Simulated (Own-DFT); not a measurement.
# A layer strained by its substrate: wurtzite GaN, 72 atoms (Ga36N36)

Everything here is calculated. The program is Own-DFT (plane waves, in-house, since retired, never reviewed by a person); positions were held fixed, and spin and spin-orbit coupling were off.

Settings: PBE; PseudoDojo norm-conserving scalar-relativistic files; cutoff 42 hartree; 4 x 4 x 3 k mesh centred on Gamma; Fermi-Dirac smearing of 0.1 eV.

Limits: forces not confirmed at this smearing and k mesh; stress not checked against mesh or cutoff.

Unstrained cell vectors in Å: (9.567, 0.000, 0.000); (-4.784, 8.285, 0.000); (0.000, 0.000, 10.370). The unstrained cell has measured lattice constants (interpolated for alloys), not those of this functional. That, the random moves and any unrelaxed bonds set the pressure at no strain. Each run strains x and y alike by e, as a substrate would, and holds the height along z. All atoms carry random offsets, Gaussian with a width of 0.05 Å per axis. Stress is positive in tension.

```
e (%)  u (Å)  (s_xx + s_yy)/2 (GPa)  s_zz (GPa)
-3.00  0.050                 -27.34      -12.50
-2.50  0.048                 -23.69      -11.52
-0.25  0.053                  -8.83       -9.24
 0.50  0.051                  -5.20       -6.24
 0.75  0.051                  -2.74       -7.80
 1.25  0.047                  -1.53       -4.95
 1.50  0.049                      ?           ?
 1.75  0.049                   1.51       -6.52
 2.50  0.051                   4.21       -3.79
 2.75  0.050                   4.81       -3.73
```

## Fit

With e as a fraction, the in-plane stress is -7.4 + 554 e - 3764 e² GPa (errors 8 and 458, scatter 0.44), and s_zz is -8.0 + 151 e GPa (slope ± 16, scatter 0.89). At e = 0 the first slope is C11 + C12 and the second 2 C13, both with the ions held to the strained lattice and at the cell's own pressure. The term in e² is negative: the layer stiffens under compression and softens under tension. A free layer would change its height as e changes, and the in-plane slope would drop by 2 C13²/C33 to the biaxial modulus. At fixed height, a misfit of 1 % moves the in-plane stress by about 5.5 GPa and s_zz by 1.5 GPa.

## Check

Q: what are the two stresses at e = 1.50 %?

The fit gives 0.1 and -5.7 GPa. Computed: -1.16 and -3.64 GPa.
